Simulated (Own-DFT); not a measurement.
# Which defects push the lattice out? C40 NbSi2

Everything here is calculated. The program is Own-DFT (plane waves, in-house, since retired, never reviewed by a person); positions were held fixed, and spin and spin-orbit coupling were off.

Common settings: PBE; PseudoDojo norm-conserving scalar-relativistic files; cutoff 42 hartree; 4 x 4 x 5 k mesh centred on Gamma; cold (Marzari-Vanderbilt) smearing of 0.2 eV.

Known weak points: forces on such cells failed a check on a denser k mesh; stress not checked against mesh or cutoff.

All runs share one cell, with vectors in Å (0.000, 8.324, 0.000); (-9.613, 0.000, 0.000); (0.000, 0.000, 6.586) and a volume of 527.0 Å³. The atoms are randomly displaced, by u rms on each axis. The defect's site can differ from row to row.

```
                    cell   formula   u (Å)  P (GPa)
               no defect  Nb12Si24  0.0204     1.53
               no defect  Nb12Si24  0.0467     2.48
               no defect  Nb12Si24  0.0504     3.01
two Si on a Nb site each  Nb10Si26  0.0323     1.91
two Si on a Nb site each  Nb10Si26  0.0497     2.30
two Si on a Nb site each  Nb10Si26  0.0527     2.66
          one Si vacancy  Nb12Si23  0.0284     0.91
          one Si vacancy  Nb12Si23  0.0295     0.95
          one Si vacancy  Nb12Si23  0.0473        ?
          one Si vacancy  Nb12Si23  0.0477     1.76
two Nb on a Si site each  Nb14Si22  0.0296     7.41
two Nb on a Si site each  Nb14Si22  0.0298     7.47
two Nb on a Si site each  Nb14Si22  0.0478     8.42
        two Nb vacancies  Nb10Si24  0.0302     0.03
        two Nb vacancies  Nb10Si24  0.0525     0.46
        two Nb vacancies  Nb10Si24  0.0526     0.86
```

## Analysis

P = P0 + c u² + a shift for each defect gives P0 = 1.45 GPa, c = 519 ± 64 GPa/Å² and a scatter of 0.20 GPa. The shifts, and each times the cell's volume:

- two Nb on a Si site each: 5.62 ± 0.16 GPa, 18.5 eV (9.2 eV for each of its 2 sites)
- two Si on a Nb site each: -0.25 ± 0.16 GPa, -0.8 eV (-0.4 eV for each of its 2 sites) (not resolved)
- one Si vacancy: -0.92 ± 0.16 GPa, -3.0 eV
- two Nb vacancies: -2.11 ± 0.16 GPa, -6.9 eV (-3.5 eV for each of its 2 sites)

A positive shift means that the defect pushes the cell outwards. Shift times volume (160.2 GPa Å³ is 1 eV) depends little on the cell's size, so, taken for each site, it can be compared between cells at like pressure. The atoms around the defects weren't relaxed, which would change these numbers.

## Test on the hidden row

Question: what pressure belongs in the blank (one Si vacancy, u = 0.0473 Å)?

From the fit: 1.69 ± 0.23 GPa. Computed: 1.55 GPa.
